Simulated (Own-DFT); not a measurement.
# Which defects push the lattice out? monoclinic HfO2

No measurement is shown. These are fixed-geometry runs of a retired plane-wave code named Own-DFT, which no person has reviewed; spin and spin-orbit coupling are neglected.

Method: PBE; PseudoDojo norm-conserving scalar-relativistic files; cutoff 72 hartree; 2 x 2 x 2 k mesh centred on Gamma; Fermi-Dirac smearing of 0.1 eV.

Limits (not all hold for every row): not probed for a lower state with spin; hafnium file: forces about 75 meV/angstrom off all-electron values; oxygen file: force components 24 meV/angstrom off all-electron in a glass; forces on such cells passed a denser k mesh, each cell not checked; stress not checked against mesh or cutoff.

All runs share one cell, with vectors in Å (10.234, 0.000, 0.000); (0.000, 10.350, 0.000); (-1.696, 0.000, 10.445) and a volume of 1106.4 Å³. u is the rms random offset of the atoms per axis. The defect's site can differ from row to row.

| cell | formula | u (Å) | P (GPa) |
|---|---|---|---|
| no defect | Hf32O64 | 0.0198 | 3.80 |
| no defect | Hf32O64 | 0.0204 | 3.98 |
| no defect | Hf32O64 | 0.0496 | 5.65 |
| one O vacancy | Hf32O63 | 0.0299 | 3.48 |
| one O vacancy | Hf32O63 | 0.0482 | 5.98 |
| one O vacancy | Hf32O63 | 0.0494 | 4.89 |
| two O vacancies | Hf32O62 | 0.0286 | 3.56 |
| two O vacancies | Hf32O62 | 0.0325 | 3.76 |
| two O vacancies | Hf32O62 | 0.0476 | 5.10 |
| two Al on a Hf site each | Al2Hf30O64 | 0.0302 | 2.73 |
| two Al on a Hf site each | Al2Hf30O64 | 0.0493 | 4.47 |
| two Al on a Hf site each | Al2Hf30O64 | 0.0529 | 4.40 |
| one Si on a Hf site | Hf31O64Si | 0.0304 | 3.15 |
| one Si on a Hf site | Hf31O64Si | 0.0312 | 3.13 |
| one Si on a Hf site | Hf31O64Si | 0.0510 | 3.44 |
| one Si on a Hf site | Hf31O64Si | 0.0527 | ? |

## Working it out

P = P0 + c u² + a shift for each defect gives P0 = 3.56 GPa, c = 841 ± 155 GPa/Å² and a scatter of 0.47 GPa. The shifts, and each times the cell's volume:

- one O vacancy: -0.36 ± 0.41 GPa, -2.5 eV (not resolved)
- two O vacancies: -0.58 ± 0.39 GPa, -4.0 eV (-2.0 eV for each of its 2 sites) (not resolved)
- two Al on a Hf site each: -1.42 ± 0.41 GPa, -9.8 eV (-4.9 eV for each of its 2 sites)
- one Si on a Hf site: -1.58 ± 0.39 GPa, -10.9 eV

Against the defect-free cell, a freed cell would be larger where the shift is positive and smaller where it is negative (160.2 GPa Å³ is 1 eV). The atoms around the defects weren't relaxed, which would change these numbers.

## Prediction

Question: what pressure belongs in the blank (one Si on a Hf site, u = 0.0527 Å)?

From the fit: 4.32 ± 0.58 GPa. The run itself gave 3.79 GPa.
